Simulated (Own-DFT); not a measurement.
# Which arrangement is lower? C34N2Si36, 72 atoms

Calculated results; nothing here was measured. The program, named Own-DFT, is a retired in-house plane-wave density functional code that no person has reviewed. Each row is one single-point run on a periodic cell that was not relaxed, without spin or spin-orbit coupling.

Settings of every run: PBE; PseudoDojo norm-conserving scalar-relativistic files; cutoff 42 hartree; 4 x 4 x 3 k mesh centred on Gamma; Fermi-Dirac smearing of 0.1 eV.

Known limits: not probed for a lower state with spin; forces on such cells passed a denser k mesh, each cell not checked; stress not checked against mesh or cutoff.

All cells hold the same atoms in the same cell, with vectors in Å (9.248, 0.000, 0.000); (-4.624, 8.009, 0.000); (0.000, 0.000, 10.068). Every atom was moved at random from its ideal site; u is the rms move along one axis. The defect's site can differ from row to row. E is the free energy of the cell above the lowest run. The arrangements:

- A: 4H SiC, with two N on a C site each, 3.1 Å apart
- B: 2H SiC, with two N on a C site each, 3.1 Å apart

```
arrangement   u (Å)  E (eV)  P (GPa)
          A  0.0281   0.000     2.69
          A  0.0297   0.129     2.79
          A  0.0307   0.012     2.82
          A  0.0482   4.223     4.13
          A  0.0505   3.924     4.05
          A  0.0512   5.120     4.44
          B  0.0297   1.036     2.98
          B  0.0297   0.844     2.88
          B  0.0343   1.625     3.12
          B  0.0445   3.622     3.71
          B  0.0491   4.747     4.16
          B  0.0510   5.683     4.64
```

Question: once the cost of the random moves is taken out, how do the arrangements rank?

## Worked answer

Fit E = a + b u², with one b for all and one a for each arrangement, and with residuals divided by u², since the noise grows with the moves. Then b = 2615 eV/Å², the scatter at u = 0.04 Å is 0.27 eV, and against A:

- B: 0.80 ± 0.12 eV (higher)

These are energies of unrelaxed cells. Relaxing the atoms lowers the strained arrangements most, so the gaps would shrink and small ones could change sign.
